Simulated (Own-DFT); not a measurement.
# Strain and stress in wurtzite AlN, 72 atoms (Al36N36)

These are calculations, not measurements. They come from Own-DFT, an in-house plane-wave density functional program, since retired, whose code no person has reviewed. Each row is one single-point run on a periodic cell that was not relaxed, without spin or spin-orbit coupling.

Settings of every run: PBE; PseudoDojo norm-conserving scalar-relativistic files; cutoff 42 hartree; 3 x 3 x 2 k mesh centred on Gamma; Fermi-Dirac smearing of 0.1 eV.

Known limits: forces on such cells moved up to 12 meV/angstrom on a denser k mesh; stress not checked against mesh or cutoff.

Unstrained cell vectors in Å: (9.336, 0.000, 0.000); (-4.668, 8.085, 0.000); (0.000, 0.000, 9.964). The unstrained cell has measured lattice constants (interpolated for alloys), not those of this functional. That, the random moves and any unrelaxed bonds set the pressure at no strain. Each run strains this cell uniformly, with the atoms carried along. Every atom was also moved at random, by a Gaussian of width 0.05 Å on each axis. Strain is the symmetric tensor, in per cent. Stress is positive in tension, and the pressure is minus a third of its trace.

| run | e_xx (%) | e_yy (%) | e_zz (%) | s_xx (GPa) | s_yy (GPa) | s_zz (GPa) | P (GPa) | E (meV/atom) |
|---|---|---|---|---|---|---|---|---|
| 1 | -0.25 | -0.25 | 0.00 | -6.95 | -7.54 | -6.12 | 6.87 | 10.8 |
| 2 | -1.25 | -1.25 | 0.00 | -11.83 | -13.99 | -7.43 | 11.08 | 22.7 |
| 3 | -1.75 | -1.75 | 0.00 | -17.45 | -15.65 | -7.04 | 13.38 | 15.7 |
| 4 | -2.75 | -2.75 | 0.00 | -21.26 | -27.18 | -11.12 | 19.85 | 72.9 |
| 5 | 2.00 | 2.00 | 0.00 | 4.52 | 3.59 | -0.51 | -2.54 | 0.0 |
| 6 | 1.50 | 1.50 | 0.00 | 1.66 | 3.86 | -4.69 | -0.28 | 0.1 |
| 7 | -0.50 | -0.50 | 0.00 | -9.88 | -9.10 | -4.68 | 7.89 | 15.0 |
| 8 | -2.00 | -2.00 | 0.00 | -17.51 | -17.50 | -10.92 | 15.31 | 39.3 |
| 9 | 1.75 | 1.75 | 0.00 | ? | ? | ? | ? | ? |

E is the free energy for each atom above the lowest run shown.

## Worked fit

The change of volume is close to e_xx + e_yy + e_zz. A straight line through the runs shown gives P = 6.17 - 227 x (fractional change of volume) GPa, with an error of 9 on the slope and a scatter of 0.79 GPa. The strain isn't the same on all axes and the cell isn't cubic, so the slope belongs to this path and is not the bulk modulus.

## Withheld run

Question: what pressure should run 9 give? Its volume changes by 3.53 %.

The line gives -1.8 GPa. The calculation gave -1.40 GPa.
